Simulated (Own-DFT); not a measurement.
## Calculated data, SiGe (layered order of Si and Ge on the diamond lattice, atoms displaced)

A calculation, not a measurement: plane-wave density functional theory by an unreviewed code, no spin, of a simulated periodic cell, stress positive in tension, run twice, with PBE and with PBEsol, both on files made for PBE, so the change isn't that of files made for PBEsol, forces on such cells passed a denser k mesh, this cell's mesh not checked; the far tail of each file's local potential was reset to the Coulomb form; each entry is a single point on an unrelaxed cell, so the pressure reflects the starting lattice, mostly measured values (interpolated for alloys), from which strain is counted, and rises with the displacements; printed positions are rounded, which can move forces by about a meV/angstrom; the program, named Own-DFT, is a retired in-house code; no spin-orbit coupling; stress was not checked against mesh or cutoff. Program: Own-DFT development build.

```json
{"formula": "SiGe", "kind": "layered order of Si and Ge on the diamond lattice, atoms displaced", "structure": {"cell_angstrom": [[11.089, 0.0, 0.0], [0.0, 11.089, 0.0], [0.0, 0.0, 11.089]], "atoms_fractional": [["Ge", 0.00323, 0.99799, 0.99814], ["Ge", 0.99951, 0.2515, 0.24976], ["Ge", 0.2519, 0.99729, 0.25097], ["Ge", 0.24967, 0.25053, 0.00148], ["Ge", 0.12317, 0.12369, 0.12869], ["Ge", 0.12569, 0.37138, 0.37385], ["Ge", 0.37277, 0.1233, 0.37539], ["Ge", 0.37845, 0.37587, 0.12847], ["Si", 0.00025, 0.00077, 0.49588], ["Si", 0.00462, 0.24975, 0.74917], ["Si", 0.2461, 0.00123, 0.75245], ["Si", 0.25039, 0.24816, 0.50344], ["Si", 0.12218, 0.12341, 0.62043], ["Si", 0.12282, 0.37229, 0.8736], ["Si", 0.37824, 0.12835, 0.8764], ["Si", 0.37198, 0.37355, 0.6278], ["Ge", 0.99914, 0.49624, 0.00034], ["Ge", 0.00148, 0.75117, 0.24747], ["Ge", 0.2488, 0.49907, 0.24706], ["Ge", 0.24752, 0.75105, 0.00486], ["Ge", 0.12383, 0.61988, 0.12417], ["Ge", 0.12941, 0.87263, 0.37448], ["Ge", 0.37547, 0.62354, 0.37382], ["Ge", 0.37306, 0.87746, 0.12099], ["Si", 0.99788, 0.49649, 0.49828], ["Si", 0.00128, 0.74826, 0.7482], ["Si", 0.24972, 0.49882, 0.75006], ["Si", 0.25566, 0.74901, 0.50443], ["Si", 0.12191, 0.6232, 0.62811], ["Si", 0.12309, 0.87391, 0.87241], ["Si", 0.37233, 0.6272, 0.87653], ["Si", 0.37449, 0.87301, 0.62786], ["Ge", 0.50219, 0.00326, 0.00046], ["Ge", 0.50046, 0.25156, 0.25128], ["Ge", 0.75392, 0.00187, 0.24835], ["Ge", 0.74586, 0.24742, 0.99968], ["Ge", 0.62959, 0.1212, 0.1275], ["Ge", 0.62525, 0.37361, 0.37644], ["Ge", 0.87288, 0.12759, 0.37581], ["Ge", 0.87215, 0.37782, 0.12565], ["Si", 0.49582, 0.99714, 0.49982], ["Si", 0.50077, 0.2517, 0.74915], ["Si", 0.75372, 0.99648, 0.74956], ["Si", 0.75064, 0.25461, 0.50355], ["Si", 0.62732, 0.11992, 0.62133], ["Si", 0.62475, 0.37987, 0.87098], ["Si", 0.87623, 0.12198, 0.87812], ["Si", 0.87849, 0.37337, 0.62578], ["Ge", 0.50148, 0.50402, 0.00363], ["Ge", 0.50123, 0.74681, 0.25225], ["Ge", 0.74731, 0.4963, 0.25464], ["Ge", 0.75174, 0.75187, 0.00283], ["Ge", 0.62724, 0.62369, 0.12699], ["Ge", 0.62805, 0.87626, 0.37548], ["Ge", 0.87441, 0.62309, 0.37773], ["Ge", 0.873, 0.87513, 0.12759], ["Si", 0.49448, 0.49936, 0.50381], ["Si", 0.49876, 0.75073, 0.74688], ["Si", 0.75302, 0.50106, 0.74891], ["Si", 0.74844, 0.74742, 0.49955], ["Si", 0.62435, 0.62842, 0.62581], ["Si", 0.62426, 0.87111, 0.8775], ["Si", 0.87192, 0.62686, 0.87542], ["Si", 0.87813, 0.87057, 0.62971]]}, "settings": {"functional": "PBE, then PBEsol", "potential_files": "PseudoDojo norm-conserving, scalar-relativistic, standard set", "wave_cutoff [hartree]": 42.0, "occupations": "Fermi-Dirac", "smearing_width [eV]": 0.1, "k_mesh": "3 x 3 x 3 centred on Gamma"}, "results": {"PBE_pressure [GPa]": 2.85, "PBE_stress_xx [GPa]": -2.85, "PBE_stress_yy [GPa]": -2.85, "PBE_stress_zz [GPa]": -2.85, "PBE_stress_yz [GPa]": -0.12, "PBE_stress_xz [GPa]": -0.21, "PBE_stress_xy [GPa]": -0.03, "PBEsol_pressure [GPa]": 0.56, "PBEsol_stress_xx [GPa]": -0.57, "PBEsol_stress_yy [GPa]": -0.57, "PBEsol_stress_zz [GPa]": -0.56, "PBEsol_stress_yz [GPa]": -0.12, "PBEsol_stress_xz [GPa]": -0.2, "PBEsol_stress_xy [GPa]": -0.03, "force_element": ["Ge", "Ge", "Ge", "Ge", "Ge", "Ge", "Ge", "Ge", "Si", "Si", "Si", "Si", "Si", "Si", "Si", "Si", "Ge", "Ge", "Ge", "Ge", "Ge", "Ge", "Ge", "Ge", "Si", "Si", "Si", "Si", "Si", "Si", "Si", "Si", "Ge", "Ge", "Ge", "Ge", "Ge", "Ge", "Ge", "Ge", "Si", "Si", "Si", "Si", "Si", "Si", "Si", "Si", "Ge", "Ge", "Ge", "Ge", "Ge", "Ge", "Ge", "Ge", "Si", "Si", "Si", "Si", "Si", "Si", "Si", "Si"], "PBE_force_x [eV/angstrom]": [-0.36, -0.375, -0.237, 0.064, 0.338, 0.225, 0.291, -0.29, -0.231, -0.648, 0.485, -0.11, 0.271, 0.488, -0.383, 0.164, -0.25, -0.144, 0.16, -0.219, -0.181, -0.182, -0.32, 0.773, 0.462, -0.169, -0.24, -0.716, 0.461, 0.283, 0.186, -0.16, -0.04, 0.217, -0.19, 0.412, -0.805, -0.536, 0.196, -0.134, 0.404, 0.271, -0.324, -0.099, -0.224, -0.042, -0.029, -0.098, -0.215, -0.06, 0.34, -0.349, 0.196, -0.29, 0.131, 0.751, 0.581, 0.09, -0.204, 0.344, -0.098, 0.006, 0.583, -0.219], "PBE_force_y [eV/angstrom]": [-0.055, -0.129, 0.285, -0.032, -0.04, 0.291, 0.321, -0.032, -0.542, -0.519, 0.093, 0.061, -0.009, 0.274, -0.117, -0.015, 0.337, -0.521, -0.073, -0.153, 0.425, -0.121, -0.119, -0.291, 0.155, -0.143, 0.135, -0.319, -0.201, -0.259, -0.083, 0.599, -0.358, -0.782, -0.266, 0.538, 0.623, 0.129, 0.205, -0.629, 0.044, -0.293, 0.046, -0.628, 0.356, -0.302, 0.394, 0.194, -0.279, 0.736, 0.552, -0.357, 0.228, -0.034, 0.237, 0.184, -0.049, -0.186, 0.113, 0.394, -0.625, 0.441, -0.171, 0.338], "PBE_force_z [eV/angstrom]": [-0.068, -0.113, -0.209, -0.335, -0.29, 0.821, 0.58, -0.638, 0.674, 0.072, -0.243, 0.129, 0.429, -0.258, -0.655, -0.118, -1.039, 0.494, 0.639, -1.24, -0.067, 0.917, 0.761, 0.577, 0.662, 0.575, 0.38, 0.195, -0.632, -0.213, -0.534, 0.058, -0.703, 0.115, 0.768, -0.794, -0.026, 1.173, 0.639, -0.067, 0.47, -0.163, 0.33, 0.331, 0.381, -0.003, -0.939, 0.221, -1.145, -0.444, -0.248, -0.602, 0.149, 0.393, 0.045, -0.492, 0.273, 0.765, -0.159, 0.767, -0.131, -0.846, -0.388, -0.979], "PBEsol_force_x [eV/angstrom]": [-0.352, -0.36, -0.232, 0.062, 0.329, 0.212, 0.279, -0.284, -0.238, -0.64, 0.48, -0.105, 0.264, 0.485, -0.379, 0.159, -0.246, -0.139, 0.159, -0.21, -0.171, -0.174, -0.307, 0.738, 0.456, -0.165, -0.235, -0.706, 0.453, 0.274, 0.182, -0.162, -0.036, 0.211, -0.188, 0.398, -0.777, -0.519, 0.193, -0.124, 0.393, 0.276, -0.323, -0.105, -0.222, -0.047, -0.024, -0.092, -0.202, -0.054, 0.33, -0.337, 0.18, -0.284, 0.119, 0.727, 0.572, 0.089, -0.196, 0.346, -0.097, 0.011, 0.571, -0.215], "PBEsol_force_y [eV/angstrom]": [-0.048, -0.127, 0.277, -0.032, -0.039, 0.28, 0.307, -0.027, -0.54, -0.521, 0.102, 0.06, -0.014, 0.277, -0.119, -0.018, 0.331, -0.504, -0.072, -0.145, 0.414, -0.109, -0.111, -0.281, 0.157, -0.146, 0.136, -0.325, -0.203, -0.256, -0.077, 0.601, -0.351, -0.752, -0.255, 0.518, 0.605, 0.131, 0.197, -0.61, 0.045, -0.293, 0.047, -0.614, 0.346, -0.294, 0.388, 0.19, -0.269, 0.705, 0.535, -0.344, 0.217, -0.036, 0.224, 0.177, -0.04, -0.187, 0.112, 0.394, -0.622, 0.434, -0.159, 0.333], "PBEsol_force_z [eV/angstrom]": [0.017, -0.111, -0.208, -0.248, -0.278, 0.713, 0.483, -0.609, 0.567, 0.076, -0.233, 0.032, 0.415, -0.155, -0.552, -0.12, -0.924, 0.473, 0.611, -1.127, -0.058, 0.806, 0.657, 0.569, 0.553, 0.579, 0.382, 0.1, -0.635, -0.113, -0.434, 0.059, -0.6, 0.109, 0.735, -0.688, -0.028, 1.051, 0.535, -0.054, 0.367, -0.163, 0.334, 0.231, 0.368, 0.09, -0.832, 0.219, -1.028, -0.435, -0.25, -0.497, 0.152, 0.304, -0.034, -0.473, 0.179, 0.761, -0.162, 0.658, -0.133, -0.739, -0.288, -0.978], "rms_change_of_force_components_from_PBE_to_PBEsol [eV/angstrom]": 0.043}}
```
